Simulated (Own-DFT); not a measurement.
# Same atoms, different arrangement: Ga48P48, 96 atoms

These are calculations, not measurements. They come from Own-DFT, an in-house plane-wave density functional program, since retired, whose code no person has reviewed. Each row is one single-point run on a periodic cell that was not relaxed, without spin or spin-orbit coupling.

Settings of every run: PBE; PseudoDojo norm-conserving scalar-relativistic files; cutoff 42 hartree; 2 x 3 x 3 k mesh centred on Gamma; Fermi-Dirac smearing of 0.1 eV.

Known limits, some of them of some rows only: not probed for a lower state with spin; forces on such cells failed a check on a denser k mesh; forces on such cells passed a denser k mesh, each cell not checked; stress not checked against mesh or cutoff.

All cells hold the same atoms in the same cell, with vectors in Å (16.352, 0.000, 0.000); (0.000, 10.901, 0.000); (0.000, 0.000, 10.901). Every atom was moved at random from its ideal site; u is the rms move along one axis. The defect's site can differ from row to row. E is the free energy of the cell above the lowest run. The arrangements:

- A: zincblende GaP
- B: zincblende GaP, with one Ga on a P site and one P on a Ga site, 2.4 Å apart

```
arrangement   u (Å)  E (eV)  P (GPa)
          A  0.0198   0.000     2.71
          A  0.0201   0.003     2.71
          A  0.0208   0.132     2.73
          A  0.0498   3.464     3.20
          A  0.0503   3.258     3.20
          A  0.0515   4.426     3.37
          B  0.0305   4.092     2.96
          B  0.0306   3.877     2.88
          B  0.0314   4.133     2.97
          B  0.0483   6.215     3.25
          B  0.0505   6.722     3.38
          B  0.0513   7.065     3.47
```

Question: once the cost of the random moves is taken out, how do the arrangements rank?

## Worked answer

Fit E = a + b u², with one b for all and one a for each arrangement, and with residuals divided by u², since the noise grows with the moves. Then b = 1708 eV/Å², the scatter at u = 0.04 Å is 0.20 eV, and against A:

- B: 3.06 ± 0.08 eV (higher)

These are energies of unrelaxed cells. Relaxing the atoms lowers the strained arrangements most, so the gaps would shrink and small ones could change sign.
